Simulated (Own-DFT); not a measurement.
# Response to strain: beta-Si3N4, 112 atoms (N64Si48)

Source: density functional calculations with Own-DFT, an unreviewed in-house program that is no longer used. Nothing was measured or relaxed, and spin and spin-orbit coupling are left out.

Method: PBE; PseudoDojo norm-conserving scalar-relativistic files; cutoff 42 hartree; 2 x 2 x 4 k mesh centred on Gamma; Fermi-Dirac smearing of 0.1 eV.

Limits: forces on such cells moved up to 12 meV/angstrom on a denser k mesh; stress not checked against mesh or cutoff.

Unstrained cell vectors in Å: (15.212, 0.000, 0.000); (-7.606, 13.174, 0.000); (0.000, 0.000, 5.818). The unstrained cell has measured lattice constants (interpolated for alloys), not those of this functional. That, the random moves and any unrelaxed bonds set the pressure at no strain. Each run strains this cell uniformly, with the atoms carried along. Each atom got a random Gaussian move of width 0.05 Å along each axis. Strain is the symmetric tensor, in per cent. Stress is positive in tension, and the pressure is minus a third of its trace.

| run | e_xx (%) | e_yy (%) | e_zz (%) | e_yz (%) | e_xz (%) | e_xy (%) | s_xx (GPa) | s_yy (GPa) | s_zz (GPa) | s_yz (GPa) | s_xz (GPa) | s_xy (GPa) | P (GPa) | E (meV/atom) |
|---|---|---|---|---|---|---|---|---|---|---|---|---|---|---|
| 1 | -0.97 | 0.59 | -0.23 | -1.97 | -0.22 | -0.41 | -12.02 | -4.33 | -13.26 | -3.95 | -3.09 | -1.73 | 9.87 | 27.4 |
| 2 | -0.48 | 0.36 | -1.36 | 0.18 | -0.90 | -0.54 | -9.65 | -7.59 | -19.95 | 0.68 | -3.73 | -2.51 | 12.39 | 17.1 |
| 3 | -0.49 | 0.75 | 1.86 | 1.65 | -1.80 | -1.83 | -6.43 | -0.78 | 0.32 | 4.48 | -5.57 | -7.22 | 2.30 | 16.8 |
| 4 | 1.37 | 0.95 | 0.45 | -1.37 | -1.75 | 1.48 | 0.21 | -1.10 | -4.80 | -5.62 | -6.29 | 5.47 | 1.90 | 18.3 |
| 5 | 1.36 | 1.00 | -0.20 | -0.74 | 0.01 | -1.79 | 0.08 | -0.42 | -11.31 | -1.89 | -0.38 | -8.72 | 3.88 | 38.0 |
| 6 | -0.47 | -0.80 | 1.85 | -1.64 | 1.57 | 1.68 | -11.32 | -10.57 | 2.07 | -6.13 | 5.81 | 7.04 | 6.61 | 19.1 |
| 7 | -1.71 | 1.66 | 1.38 | -0.94 | 0.68 | 0.36 | -13.72 | 1.17 | -2.09 | -2.97 | 2.41 | 1.59 | 4.88 | 19.5 |
| 8 | -1.34 | -0.28 | -0.76 | 1.35 | -1.12 | -0.94 | -14.41 | -11.52 | -19.61 | 3.89 | -3.40 | -5.08 | 15.18 | 51.5 |
| 9 | -0.63 | 1.43 | 1.68 | -0.80 | 0.72 | -1.46 | -8.06 | 1.92 | 0.39 | -2.39 | 3.66 | -4.34 | 1.92 | 24.7 |
| 10 | 0.26 | 0.40 | -0.58 | 1.38 | 1.77 | -1.66 | -4.93 | -5.17 | -14.96 | 2.26 | 5.15 | -5.67 | 8.36 | 30.6 |
| 11 | -1.04 | 0.24 | -0.16 | -0.37 | 1.50 | -1.14 | -15.63 | -4.66 | -16.18 | -2.06 | 5.44 | -5.76 | 12.16 | 60.3 |
| 12 | -1.13 | -0.42 | 1.17 | 1.54 | 0.49 | -1.38 | -14.14 | -13.92 | -2.83 | 4.16 | 2.17 | -7.64 | 10.30 | 47.4 |
| 13 | -1.54 | 1.15 | 1.01 | 0.97 | 1.00 | -0.32 | -12.05 | -3.02 | -3.90 | 3.00 | 3.26 | -0.81 | 6.32 | 17.7 |
| 14 | 1.42 | -0.74 | 0.95 | 0.00 | -1.14 | 1.15 | 0.01 | -7.64 | -3.25 | 0.06 | -2.15 | 4.66 | 3.63 | 0.0 |
| 15 | -0.50 | 0.91 | 0.10 | -1.14 | 1.81 | -1.63 | -10.36 | -3.31 | -8.65 | -4.38 | 5.96 | -5.84 | 7.44 | 31.8 |
| 16 | 0.87 | 1.27 | -0.60 | 0.99 | -0.94 | -1.46 | -1.67 | 0.06 | -13.35 | 2.92 | -3.40 | -4.79 | 4.98 | 19.4 |
| 17 | -1.45 | 0.12 | 1.35 | -0.30 | -0.25 | -1.15 | -13.25 | -8.12 | -2.79 | -1.51 | -0.09 | -3.93 | 8.05 | 30.6 |
| 18 | 1.73 | -1.02 | -0.12 | -1.63 | -1.48 | 0.71 | ? | ? | ? | ? | ? | ? | ? | ? |

E is the free energy for each atom above the lowest run shown.

## Fit

Regress every stress component on the fractional strains (shears doubled) of the visible runs, with a constant. Shear strains stay in the fit of a normal stress only where such slopes are resolved. The slopes, in GPa:

```
stress  at no strain  per e_xx  per e_yy  per e_zz  scatter
  s_xx          -7.7  514 ± 32  143 ± 44   60 ± 33     1.30
  s_yy          -7.4  135 ± 38  571 ± 52   83 ± 39     1.54
  s_zz         -11.1  118 ± 33   57 ± 46  721 ± 35     1.37
```

The slope of each shear stress on twice its own strain, from a fit on all six strains: yz 133 ± 12, xz 169 ± 9, xy 206 ± 16 GPa. These are stiffnesses along x, y and z of the frame in which the cell vectors are given, with the crystal's c axis along z: C11, C12, C13 and C33. Hexagonal symmetry asks that xx and yy behave alike, which is a second check on the noise. These are clamped-ion slopes: internal relaxation, where symmetry allows it, would soften some. Symmetry asks for nearly equal slopes across the diagonal; the mismatch is a measure of noise. A ninth of the table's sum, 267 ± 10 GPa, estimates the bulk modulus near the mean pressure of these runs, 7.1 GPa, so it lies above the value at zero pressure.

## The run left out

Question: what normal stresses and pressure should run 18 give?

From the fit: s_xx = -0.3, s_yy = -11.0, s_zz = -10.5 and P = 7.3 GPa. The run itself gave 0.97, -12.75, -9.69 and P = 7.16 GPa.
